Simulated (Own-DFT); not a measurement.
## Calculated data, Si₂SnGe₁₃ (diamond-structure random alloy, strained, atoms displaced)

All values are calculated (Own-DFT development build). A calculation, not a measurement: plane-wave density functional theory by an unreviewed code, no spin, of a simulated periodic cell, stress positive in tension, run twice, with PBE and with PBEsol, both on files made for PBE, so the change isn't that of files made for PBEsol, forces on such cells moved up to 12 meV/angstrom on a denser k mesh; the far tail of each file's local potential was reset to the Coulomb form; each entry is a single point on an unrelaxed cell, so the pressure reflects the starting lattice, mostly measured values (interpolated for alloys), from which strain is counted, and rises with the displacements; printed positions are rounded, which can move forces by about a meV/angstrom; the program, named Own-DFT, is a retired in-house code; no spin-orbit coupling; stress was not checked against mesh or cutoff.

## Si₂SnGe₁₃ (diamond-structure random alloy, strained, atoms displaced)

```
Si2SnGe13
1.0
     11.2495     0.0000     0.0000
      0.0000    11.2495     0.0000
      0.0000     0.0000    11.3631
Ge Sn Ge Si Ge Si Ge Si Ge Si Ge Si Ge Sn Si Ge Sn Ge Sn Ge Si Ge
2 1 3 1 6 2 8 1 6 1 3 1 9 1 1 1 1 2 1 3 1 9
Direct
  0.00536 0.99245 0.99952
  0.99948 0.25707 0.25136
  0.24538 0.00220 0.25071
  0.25390 0.24852 0.00466
  0.12215 0.12041 0.12741
  0.12228 0.37912 0.38007
  0.37090 0.13304 0.36766
  0.38521 0.37824 0.13164
  0.00023 0.00006 0.50015
  0.99963 0.25469 0.74489
  0.24873 0.00195 0.75259
  0.24509 0.25048 0.49457
  0.11940 0.12512 0.62721
  0.12953 0.37656 0.86820
  0.36802 0.13058 0.87442
  0.38009 0.37590 0.62547
  0.00042 0.49622 0.00180
  0.00409 0.74210 0.24899
  0.25430 0.49804 0.24545
  0.25975 0.74965 0.99554
  0.13426 0.62301 0.12500
  0.12553 0.87229 0.37300
  0.38072 0.61909 0.37330
  0.37502 0.87516 0.11712
  0.99996 0.49725 0.50335
  0.00465 0.75533 0.75436
  0.25050 0.49003 0.75398
  0.25427 0.74866 0.50133
  0.11879 0.62229 0.62259
  0.13110 0.88047 0.87583
  0.38016 0.62945 0.87137
  0.36880 0.87507 0.62941
  0.50072 0.99993 0.99287
  0.50056 0.24469 0.26047
  0.75187 0.99811 0.24931
  0.74719 0.24326 0.00380
  0.61963 0.11888 0.12066
  0.61661 0.37190 0.37217
  0.88717 0.13129 0.38239
  0.87570 0.37513 0.12517
  0.50560 0.99323 0.49441
  0.50869 0.25145 0.74997
  0.74880 0.99901 0.74804
  0.74858 0.25667 0.49559
  0.62346 0.11853 0.63237
  0.63645 0.37624 0.87915
  0.87367 0.12179 0.88072
  0.87431 0.38447 0.63084
  0.50184 0.50653 0.99398
  0.49921 0.74888 0.25051
  0.74387 0.49278 0.24528
  0.75141 0.75389 0.98922
  0.62356 0.62968 0.12477
  0.62716 0.87002 0.37891
  0.87495 0.62456 0.37267
  0.88193 0.87645 0.12993
  0.50217 0.49277 0.50059
  0.49897 0.74970 0.74900
  0.75292 0.50215 0.76014
  0.73843 0.75090 0.49915
  0.62513 0.62409 0.61969
  0.62687 0.87848 0.88138
  0.87764 0.62789 0.87465
  0.87841 0.87146 0.62990
```

* functional: PBE, then PBEsol
* potential files: PseudoDojo norm-conserving, scalar-relativistic, standard set
* wave cutoff: 49 hartree
* occupations: Fermi-Dirac
* smearing width: 0.1 eV
* k mesh: 3 x 3 x 3 centred on Gamma
* PBE pressure: 6.15 GPa
* PBE stress xx: -6.34 GPa
* PBE stress yy: -6.48 GPa
* PBE stress zz: -5.64 GPa
* PBE stress yz: 0.27 GPa
* PBE stress xz: 0.52 GPa
* PBE stress xy: 0.71 GPa
* PBEsol pressure: 3.2 GPa
* PBEsol stress xx: -3.39 GPa
* PBEsol stress yy: -3.52 GPa
* PBEsol stress zz: -2.68 GPa
* PBEsol stress yz: 0.26 GPa
* PBEsol stress xz: 0.49 GPa
* PBEsol stress xy: 0.66 GPa
* rms change of force components from PBE to PBEsol: 0.043 eV/Å

Force:
```csv
force element,PBE force x (eV/Å),PBE force y (eV/Å),PBE force z (eV/Å),PBEsol force x (eV/Å),PBEsol force y (eV/Å),PBEsol force z (eV/Å)
Ge,-0.63,0.898,0.299,-0.609,0.874,0.295
Ge,0.507,-0.535,-0.243,0.487,-0.524,-0.224
Sn,1.747,-0.891,-0.275,1.603,-0.871,-0.28
Ge,-0.55,0.635,-0.12,-0.541,0.612,-0.057
Ge,-1.331,2.083,-1.557,-1.285,2.016,-1.507
Ge,0.5,0.158,-1.007,0.48,0.14,-0.968
Si,0.702,-0.567,2.081,0.687,-0.545,2.041
Ge,0.023,-0.584,-0.934,0.007,-0.56,-0.89
Ge,0.234,-0.808,0.346,0.23,-0.766,0.336
Ge,0.979,-1.322,2.206,0.928,-1.313,2.099
Ge,0.305,0.884,-0.302,0.255,0.809,-0.321
Ge,0.776,-0.286,0.829,0.712,-0.237,0.826
Ge,0.698,-0.068,-0.325,0.664,-0.065,-0.319
Si,-0.746,-1.132,1.496,-0.734,-1.109,1.459
Si,1.101,-0.155,-0.183,1.078,-0.154,-0.176
Ge,-0.656,-0.823,0.042,-0.629,-0.789,0.039
Ge,0.741,0.264,-0.701,0.681,0.284,-0.649
Ge,-0.307,0.123,0.297,-0.256,0.162,0.251
Ge,-0.27,-0.117,0.998,-0.25,-0.105,0.964
Ge,-0.341,-0.11,0.058,-0.397,-0.103,0.055
Ge,-0.401,0.136,-0.688,-0.392,0.128,-0.651
Ge,-0.939,-1.199,1.471,-0.913,-1.158,1.425
Ge,-0.429,0.285,0.328,-0.408,0.277,0.311
Si,0.947,-0.265,0.315,0.928,-0.263,0.303
Ge,0.255,1.999,-1.881,0.286,1.912,-1.79
Ge,0.212,-0.647,-0.198,0.192,-0.629,-0.2
Ge,0.603,1.873,-0.597,0.608,1.823,-0.654
Ge,-0.507,-0.487,-0.196,-0.497,-0.466,-0.184
Ge,1.196,0.362,0.673,1.155,0.346,0.645
Ge,0.141,-0.943,0.151,0.13,-0.907,0.143
Si,-0.627,-0.946,-0.252,-0.613,-0.922,-0.243
Ge,0.765,0.195,-0.544,0.743,0.176,-0.527
Ge,-1.555,0.312,0.215,-1.431,0.297,0.206
Ge,-0.057,-0.194,-1.655,-0.015,-0.119,-1.643
Si,0.258,0.474,0.547,0.252,0.461,0.533
Ge,0.375,0.674,-0.079,0.399,0.614,-0.051
Ge,0.387,-0.014,1.304,0.357,0.016,1.222
Ge,0.19,-0.625,1.257,0.181,-0.616,1.223
Ge,-1.68,-0.281,-1.037,-1.6,-0.241,-0.979
Ge,0.673,-1.449,-1.268,0.654,-1.408,-1.22
Ge,-2.321,0.447,-0.293,-2.214,0.4,-0.256
Ge,-1.747,1.477,2.119,-1.699,1.426,1.989
Ge,2.032,-1.615,1.959,1.971,-1.571,1.912
Ge,-0.061,-0.703,-0.273,-0.054,-0.681,-0.268
Sn,0.169,0.802,-2.458,0.169,0.779,-2.383
Si,-1.108,-0.183,0.128,-1.079,-0.178,0.125
Ge,0.521,-0.024,-0.696,0.489,-0.032,-0.674
Sn,-1.044,-0.956,-0.781,-1,-0.931,-0.761
Ge,0.248,-0.483,0.074,0.251,-0.465,0.148
Ge,-0.292,0.682,-0.493,-0.246,0.613,-0.447
Sn,0.419,1.335,0.794,0.371,1.26,0.734
Ge,0.445,-0.273,1.92,0.424,-0.267,1.849
Ge,-0.316,0.948,-1.43,-0.321,0.909,-1.384
Ge,-0.161,0.846,-1.979,-0.191,0.783,-1.861
Si,0.171,0.27,0.964,0.171,0.265,0.948
Ge,-0.806,-0.514,-0.334,-0.733,-0.526,-0.367
Ge,-0.165,0.732,-0.052,-0.164,0.705,-0.059
Ge,0.413,0.263,0.037,0.424,0.29,-0.002
Ge,-1.592,1.338,0.371,-1.489,1.334,0.323
Ge,2.608,-0.715,0.35,2.481,-0.672,0.36
Ge,-0.285,-0.557,1.141,-0.278,-0.525,1.096
Ge,-0.19,-0.27,-1.584,-0.172,-0.255,-1.53
Ge,0.505,0.026,0.372,0.471,0.029,0.358
Ge,-0.73,0.222,-0.73,-0.711,0.232,-0.694
```
